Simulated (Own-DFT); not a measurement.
Si$_{3}$N$_{4}$ (beta silicon nitride, strained, atoms displaced) (calculated)

All values are calculated (Own-DFT development build). A calculation, not a measurement: plane-wave PBE density functional theory by an unreviewed code, no spin, of a simulated periodic cell, stress positive in tension, free energy of the whole cell less one offset for each atom, forces on such cells passed a denser k mesh, this cell's mesh not checked; offsets are fitted by least squares, one for each functional and potential file, so energies compare only between cells with the same atoms and settings and are not formation energies; the far tail of each file's local potential was reset to the Coulomb form; each entry is a single point on an unrelaxed cell, so the pressure reflects the starting lattice, mostly measured values (interpolated for alloys), from which strain is counted, and rises with the displacements; printed positions are rounded, which can move forces by about a meV/angstrom; the program, named Own-DFT, is a retired in-house code; no spin-orbit coupling; before rounding, a Quantum ESPRESSO 7.3.1 run of the same cell and cutoff gave forces within 1 meV/angstrom rms on each cell, which checks the program and not the settings.

Common to all runs: functional PBE; potential files PseudoDojo norm-conserving, scalar-relativistic, standard set; wave cutoff 42 hartree; occupations Fermi-Dirac; smearing width 0.1 eV; k mesh 3 x 3 x 3 centred on Gamma.

(1) Si$_{3}$N$_{4}$ (beta silicon nitride, strained, atoms displaced)

```
Si3N4
1.0
      7.6466    -0.0824    -0.0468
     -3.8946     6.7409    -0.0460
     -0.0538    -0.0919     8.8103
Si N Si N Si N
6 8 6 8 6 8
Direct
  0.16888 0.77232 0.08364
  0.24287 0.41571 0.08627
  0.59299 0.83108 0.08091
  0.81312 0.23581 0.24359
  0.77080 0.59102 0.25156
  0.40602 0.17617 0.25353
  0.33181 0.03443 0.08222
  0.96361 0.30116 0.08062
  0.69394 0.66369 0.07583
  0.67101 0.97864 0.24737
  0.04039 0.70700 0.25150
  0.30279 0.33996 0.24998
  0.33880 0.66191 0.08308
  0.66480 0.33472 0.25100
  0.16922 0.77138 0.42845
  0.23242 0.40831 0.42149
  0.60166 0.83194 0.41286
  0.81444 0.22527 0.58476
  0.77029 0.59984 0.57526
  0.39146 0.15758 0.58201
  0.33022 0.02946 0.41306
  0.96623 0.29883 0.41660
  0.70711 0.66535 0.41787
  0.66955 0.96963 0.58247
  0.03638 0.70930 0.58812
  0.30885 0.32628 0.59129
  0.33538 0.67533 0.41205
  0.66005 0.33983 0.57396
  0.18059 0.76765 0.73837
  0.22138 0.40291 0.74652
  0.60592 0.83496 0.75574
  0.82453 0.22993 0.91203
  0.76828 0.59286 0.91279
  0.39824 0.17240 0.92861
  0.32832 0.02679 0.75243
  0.96885 0.28699 0.75369
  0.70541 0.66345 0.74142
  0.66765 0.96956 0.91629
  0.03011 0.69594 0.91894
  0.28649 0.32373 0.91958
  0.34051 0.67688 0.74529
  0.66762 0.32908 0.91786
```

| Item | Value |
| --- | --- |
| free energy of cell above offsets | -4.814 eV |
| pressure | -0.69 GPa |
| stress xx | 1.35 GPa |
| stress yy | 2.11 GPa |
| stress zz | -1.39 GPa |
| stress yz | -2.71 GPa |
| stress xz | -1.23 GPa |
| stress xy | -3.41 GPa |

Force:
```
element  x (eV/Å)  y (eV/Å)  z (eV/Å)
     Si     2.269    -0.667    -0.053
     Si    -1.906    -1.778    -0.698
     Si     1.219    -1.127     0.259
     Si     3.514     0.274     0.447
     Si    -0.247     0.853    -1.918
     Si    -1.336     0.532    -0.548
      N    -0.149    -1.427     2.248
      N     0.933     0.497     0.821
      N     0.063     0.655     1.605
      N     0.139    -1.281     0.308
      N    -1.772    -0.783     0.589
      N     1.342    -1.244     1.385
      N    -2.326     2.571    -0.115
      N    -1.104     0.549    -0.076
     Si     2.422     -0.05    -3.544
     Si    -0.088      0.37    -0.267
     Si    -0.392    -0.854    -0.061
     Si    -0.075     1.803    -1.163
     Si     0.856    -2.245     2.582
     Si     1.132     2.708     1.643
      N     -0.48    -0.469     0.362
      N    -0.318      0.02     0.471
      N    -2.516     2.315    -2.544
      N     0.308    -0.275     0.604
      N     -2.13    -1.397    -2.305
      N    -2.699     1.006     -1.42
      N     0.492     -1.07     0.766
      N      1.79    -1.662     0.585
     Si     0.508      1.13     5.549
     Si     3.042     1.245     1.283
     Si     0.291    -2.551     -2.67
     Si    -0.299     0.424     1.736
     Si     0.389    -0.994    -0.201
     Si     0.274     1.722    -3.782
      N    -0.132       0.3    -0.116
      N    -2.022    -0.143    -1.625
      N    -1.876      1.85     1.536
      N     0.311      0.82     0.849
      N     0.358     0.393    -1.824
      N     0.886     0.003    -0.474
      N     0.631    -2.364     0.016
      N    -1.303      0.34    -0.242
```

(2) Si$_{3}$N$_{4}$ (beta silicon nitride, strained, atoms displaced)

```
Si3N4
1.0
      7.5732     0.0464    -0.0373
     -3.7464     6.4881    -0.1016
     -0.0428    -0.1593     8.7869
Si N Si N Si N
6 8 6 8 6 8
Direct
  0.16874 0.76344 0.09165
  0.22830 0.40045 0.08936
  0.58937 0.81915 0.08460
  0.82881 0.23299 0.26141
  0.78409 0.59810 0.25075
  0.39595 0.17698 0.25333
  0.32452 0.02584 0.08671
  0.97302 0.30357 0.08074
  0.69532 0.66045 0.08914
  0.67601 0.97235 0.25638
  0.02766 0.69733 0.24499
  0.30002 0.32597 0.25693
  0.33350 0.65531 0.07951
  0.66317 0.33510 0.24518
  0.16910 0.77780 0.41493
  0.23548 0.40747 0.42827
  0.59801 0.81994 0.41663
  0.82739 0.23458 0.58058
  0.76712 0.59963 0.58234
  0.40981 0.17555 0.58867
  0.32287 0.02670 0.41236
  0.97134 0.29906 0.42693
  0.69691 0.66846 0.41924
  0.67945 0.97240 0.58523
  0.01822 0.70131 0.57702
  0.32833 0.35670 0.58521
  0.33934 0.66373 0.40799
  0.66838 0.31792 0.58342
  0.16573 0.75412 0.74647
  0.23410 0.40885 0.74957
  0.59676 0.83951 0.74903
  0.81091 0.22330 0.91671
  0.77597 0.60666 0.91962
  0.39253 0.17824 0.91351
  0.33239 0.03527 0.74244
  0.95936 0.29543 0.74931
  0.71514 0.67599 0.75870
  0.66545 0.96166 0.91357
  0.02534 0.69890 0.92459
  0.30328 0.33986 0.92208
  0.33750 0.66055 0.74743
  0.67409 0.33567 0.90931
```

| Property | Result |
| --- | --- |
| free energy of cell above offsets | -3.576 eV |
| pressure | 9.94 GPa |
| stress xx | -12.16 GPa |
| stress yy | -13.17 GPa |
| stress zz | -4.5 GPa |
| stress yz | -3.74 GPa |
| stress xz | -1.88 GPa |
| stress xy | 2.82 GPa |

Force:
```
element  x (eV/Å)  y (eV/Å)  z (eV/Å)
     Si     2.365     0.396    -2.929
     Si    -0.003    -0.457     0.408
     Si     0.377     0.672     0.136
     Si    -0.718     0.423    -2.836
     Si    -4.706     -1.84      0.03
     Si     3.825    -1.397    -0.683
      N    -0.132     0.918     -1.14
      N    -1.315     -1.26     1.743
      N    -0.078     1.019    -0.323
      N    -0.054    -1.087    -0.612
      N     1.835     0.849     2.145
      N    -3.419      1.81     0.053
      N    -1.814     2.328      0.63
      N     1.132    -0.781     0.901
     Si     2.053    -2.672     0.378
     Si    -0.277     0.164    -2.274
     Si    -1.952     1.911    -0.037
     Si     1.523    -1.512     1.691
     Si     -0.95      -2.5     1.441
     Si      0.45     0.419    -2.329
      N     0.007     2.364     1.252
      N     1.451     0.834    -1.073
      N     2.551     -1.16    -1.074
      N    -0.405    -1.236    -0.538
      N     2.869     0.935     0.154
      N     0.327    -1.733     1.177
      N    -2.749      1.29     0.669
      N    -3.802     3.487    -0.579
     Si    -0.255     1.201     1.204
     Si    -0.992    -2.172     1.283
     Si     1.531    -2.959    -1.736
     Si     2.768     0.967     0.193
     Si    -0.414    -2.748     0.784
     Si     3.749     -0.88     1.371
      N    -0.715    -2.656     1.837
      N     2.668     1.158     0.894
      N    -2.324     1.134    -2.669
      N    -0.262     0.955     3.292
      N     2.584      1.27    -1.767
      N    -0.605    -0.319    -1.373
      N    -1.911     2.744    -0.215
      N    -4.213      0.12     0.523
```

(3) Si$_{3}$N$_{4}$ (beta silicon nitride, strained, atoms displaced)

```
Si3N4
1.0
      7.7010     0.0688    -0.1068
     -3.7909     6.4212     0.1211
     -0.1225     0.0897     8.5820
Si N Si N Si N
6 8 6 8 6 8
Direct
  0.16601 0.75934 0.08497
  0.21360 0.39224 0.07839
  0.59037 0.81873 0.08534
  0.80718 0.21942 0.24789
  0.77968 0.59701 0.25382
  0.40337 0.17156 0.24480
  0.33095 0.02979 0.08711
  0.96654 0.30363 0.08739
  0.71477 0.67778 0.09081
  0.66304 0.96437 0.25410
  0.02839 0.69649 0.25151
  0.30721 0.33986 0.24920
  0.34190 0.68848 0.07260
  0.66955 0.33195 0.25072
  0.16929 0.75971 0.43048
  0.21877 0.39209 0.42173
  0.59926 0.83480 0.41101
  0.83000 0.23288 0.58764
  0.76518 0.59855 0.58392
  0.40751 0.18423 0.57813
  0.32924 0.02077 0.40116
  0.95928 0.29642 0.42046
  0.69312 0.67614 0.42874
  0.66860 0.96003 0.58222
  0.03803 0.68437 0.58845
  0.29719 0.32782 0.58955
  0.33283 0.67799 0.41262
  0.66081 0.32155 0.58059
  0.16616 0.76915 0.75707
  0.23063 0.40768 0.74769
  0.58755 0.82039 0.74923
  0.82345 0.23269 0.92879
  0.76480 0.58914 0.91424
  0.40034 0.17393 0.92318
  0.33406 0.03244 0.74018
  0.97699 0.30828 0.73834
  0.70132 0.66823 0.74846
  0.67260 0.96487 0.92760
  0.02036 0.69680 0.91667
  0.30371 0.33182 0.92305
  0.34107 0.67321 0.75248
  0.66062 0.34073 0.91820
```

| Quantity | Value |
| --- | --- |
| free energy of cell above offsets | -1.958 eV |
| pressure | 15.31 GPa |
| stress xx | -9.53 GPa |
| stress yy | -15.02 GPa |
| stress zz | -21.39 GPa |
| stress yz | 6.05 GPa |
| stress xz | -4.84 GPa |
| stress xy | 2.51 GPa |

Force:
```
element  x (eV/Å)  y (eV/Å)  z (eV/Å)
     Si     0.426     1.304     0.701
     Si     1.958     3.366     1.713
     Si     0.995    -0.714     1.455
     Si     2.166     2.005     1.872
     Si     -1.62    -0.346     1.512
     Si     0.327     2.067     0.831
      N    -0.455    -1.354    -1.408
      N    -0.039    -0.149     0.892
      N     -1.38     0.148    -2.023
      N       0.4     1.506    -4.491
      N     0.585     0.142     1.065
      N    -0.818    -0.628      0.52
      N    -1.049    -4.695     0.317
      N    -2.235    -0.109    -0.158
     Si     1.204     1.163    -3.981
     Si    -0.687     2.846    -2.186
     Si    -2.707    -3.351      4.51
     Si    -2.625    -2.197    -2.147
     Si      2.65    -1.915     1.171
     Si     1.551    -2.444    -1.476
      N    -0.904     1.388     4.287
      N      1.51     0.068    -1.857
      N     2.263    -1.119    -3.922
      N    -0.019     2.605     0.517
      N    -4.361    -0.902     1.071
      N     -0.21     0.171    -0.828
      N     2.214    -3.035      0.28
      N     0.154     2.617     0.239
     Si      2.82     0.471    -0.697
     Si     0.139     0.692     1.147
     Si     1.142     1.221     0.854
     Si    -1.374    -0.505    -4.299
     Si    -0.852     3.075     2.069
     Si     1.585    -0.474    -2.685
      N    -0.625     -0.37     3.317
      N     0.213     -0.13       5.3
      N    -0.996     0.696     0.317
      N     0.177     2.231    -3.446
      N     0.714     0.227     0.576
      N     -1.73     0.215    -1.355
      N    -2.423    -1.511     0.215
      N     1.915    -4.276     0.211
```

(4) Si$_{3}$N$_{4}$ (beta silicon nitride, strained, atoms displaced)

```
Si3N4
1.0
      7.4952     0.0746     0.0091
     -3.6830     6.6624     0.0672
      0.0104     0.0951     8.8801
Si N Si N Si N
6 8 6 8 6 8
Direct
  0.17726 0.76318 0.07846
  0.23542 0.41311 0.08337
  0.59134 0.82336 0.08059
  0.83284 0.22946 0.24965
  0.76382 0.59268 0.25388
  0.40550 0.17161 0.24638
  0.33173 0.03430 0.08117
  0.96657 0.30467 0.08400
  0.71740 0.67292 0.08012
  0.65383 0.96647 0.24526
  0.02636 0.69388 0.25801
  0.30478 0.34272 0.25079
  0.32124 0.65839 0.09152
  0.66350 0.33656 0.24418
  0.16670 0.76241 0.41500
  0.23742 0.41770 0.41983
  0.61000 0.83723 0.41756
  0.82293 0.23132 0.58293
  0.77030 0.59864 0.58009
  0.39728 0.16006 0.57735
  0.33984 0.04423 0.41999
  0.97393 0.30730 0.41119
  0.70081 0.66765 0.42656
  0.68655 0.97029 0.57618
  0.04199 0.71744 0.57538
  0.28796 0.32959 0.60014
  0.33258 0.65983 0.40979
  0.66379 0.33403 0.58537
  0.17390 0.77073 0.75281
  0.24209 0.41103 0.74444
  0.60004 0.82573 0.75171
  0.82677 0.23378 0.92396
  0.77909 0.59038 0.90568
  0.41174 0.18299 0.91280
  0.32975 0.03203 0.75280
  0.97206 0.30325 0.75106
  0.70939 0.66268 0.74675
  0.66712 0.97361 0.92579
  0.02589 0.68902 0.91394
  0.30858 0.33366 0.91584
  0.33442 0.66524 0.74616
  0.66922 0.33640 0.92884
```

| Item | Value |
| --- | --- |
| free energy of cell above offsets | -3.726 eV |
| pressure | 2.74 GPa |
| stress xx | -7.38 GPa |
| stress yy | -0.12 GPa |
| stress zz | -0.73 GPa |
| stress yz | 1.56 GPa |
| stress xz | 0.39 GPa |
| stress xy | 4.41 GPa |

Force:
```
element  x (eV/Å)  y (eV/Å)  z (eV/Å)
     Si    -3.744     2.061     1.551
     Si     0.351    -2.412    -0.284
     Si     0.798    -1.234     1.524
     Si    -2.273     0.209     0.008
     Si     0.507    -0.597    -0.675
     Si    -0.236     1.389     0.113
      N    -0.315    -1.697    -0.174
      N     1.873     0.155    -0.091
      N    -2.045     0.923    -0.339
      N     1.261     0.688      0.69
      N    -0.007      0.72    -2.181
      N     0.765    -1.075     0.203
      N     3.347     1.619    -1.002
      N     1.176    -0.858     0.719
     Si     2.442     1.852    -1.013
     Si     0.617    -2.719     0.047
     Si    -2.113    -2.174    -1.323
     Si     1.399     0.775     0.184
     Si     2.556    -1.814     1.397
     Si     -0.39     3.771     3.522
      N    -0.452    -3.787    -2.922
      N    -0.388    -0.872     1.259
      N    -1.124     0.699    -3.424
      N     -0.54     0.408     2.261
      N    -1.786    -1.202      3.44
      N     3.973    -2.504    -7.847
      N     0.337      4.36     0.784
      N    -0.492    -0.071    -0.152
     Si     0.404     0.453    -1.597
     Si    -3.467     0.731     5.807
     Si    -0.249     0.283    -0.061
     Si     0.645    -0.188    -1.768
     Si    -2.532    -1.001      3.23
     Si     0.993    -1.424     0.814
      N     0.223    -0.651    -0.299
      N    -0.684    -0.445     0.308
      N    -2.132     1.671     0.187
      N     0.292    -0.605    -2.845
      N     2.823      1.75     0.362
      N    -2.382     1.746     0.333
      N     0.847     1.537     0.439
      N    -0.279    -0.472    -1.184
```

(5) Si$_{3}$N$_{4}$ (beta silicon nitride, strained, atoms displaced)

```
Si3N4
1.0
      7.5953    -0.1242     0.0010
     -3.9052     6.6249    -0.0480
      0.0011    -0.0629     8.5901
Si N Si N Si N
6 8 6 8 6 8
Direct
  0.17352 0.76763 0.09686
  0.23213 0.40456 0.07826
  0.59900 0.83357 0.07815
  0.84011 0.23881 0.25321
  0.77900 0.60428 0.23387
  0.41055 0.17854 0.24837
  0.32808 0.03202 0.06993
  0.96707 0.30230 0.08775
  0.70444 0.67012 0.08072
  0.66776 0.97298 0.25585
  0.03736 0.69363 0.25554
  0.29045 0.31264 0.24427
  0.34404 0.67666 0.08695
  0.66422 0.31982 0.25038
  0.17279 0.76382 0.41883
  0.24456 0.40721 0.42231
  0.60203 0.83805 0.41726
  0.82536 0.23500 0.58088
  0.77900 0.59951 0.58743
  0.39819 0.15574 0.59482
  0.32790 0.01936 0.42171
  0.98182 0.31460 0.42078
  0.69866 0.66828 0.41187
  0.66651 0.97369 0.58408
  0.03824 0.70152 0.58294
  0.31888 0.33444 0.58248
  0.33013 0.65787 0.42038
  0.67769 0.34900 0.58672
  0.17488 0.77139 0.74946
  0.22815 0.40809 0.74864
  0.59863 0.83954 0.74112
  0.83641 0.22783 0.91801
  0.78460 0.61014 0.92437
  0.39945 0.16904 0.91984
  0.33630 0.02496 0.74971
  0.96914 0.29731 0.74679
  0.70308 0.67559 0.74690
  0.67251 0.96975 0.92600
  0.02879 0.69180 0.91094
  0.30458 0.33563 0.90901
  0.32975 0.67500 0.75272
  0.66967 0.32665 0.91159
```

| Property | Result |
| --- | --- |
| free energy of cell above offsets | -2.500 eV |
| pressure | 13.51 GPa |
| stress xx | -9.23 GPa |
| stress yy | -9 GPa |
| stress zz | -22.3 GPa |
| stress yz | 3 GPa |
| stress xz | 0.55 GPa |
| stress xy | -7.19 GPa |

Force:
```
element  x (eV/Å)  y (eV/Å)  z (eV/Å)
     Si     2.587     0.832    -4.849
     Si     0.473     1.083     1.162
     Si      0.71    -1.548     3.969
     Si    -2.629    -1.123     1.242
     Si    -0.518    -3.295     5.925
     Si    -0.437    -2.028     0.591
      N    -0.566    -3.108      5.29
      N     2.502     1.155    -1.271
      N    -2.372      2.11    -0.106
      N     0.866     1.104    -2.058
      N    -2.232    -0.776     -1.08
      N    -0.837      1.15     0.551
      N    -1.577    -2.448    -0.021
      N      1.31      3.64    -0.322
     Si     2.756    -0.452     1.207
     Si     0.353    -0.385    -1.358
     Si     0.157    -4.115    -0.538
     Si    -1.204     1.631    -0.013
     Si    -2.007     0.347    -1.877
     Si     0.815     5.094    -4.205
      N    -0.016     1.678    -1.383
      N    -0.061    -0.902    -0.023
      N     0.575     0.832    -0.111
      N     0.176     2.258    -1.206
      N    -1.119    -0.309     0.415
      N    -1.189    -0.606     1.421
      N      0.51     2.234    -0.203
      N     0.119    -4.088    -0.155
     Si     0.739    -1.127     0.344
     Si     1.846     1.416    -1.409
     Si      0.63    -3.665     3.841
     Si    -3.521     0.961    -0.487
     Si    -1.936    -4.331    -4.987
     Si     1.533      3.74     -3.44
      N      -0.6    -0.575     2.792
      N     0.502      -0.3     0.771
      N    -0.581     1.349     1.595
      N     0.638     1.607     -4.36
      N     2.136     1.402     2.661
      N     0.033    -0.729     1.144
      N     1.929    -1.132    -0.199
      N     -0.49     1.417      0.74
```
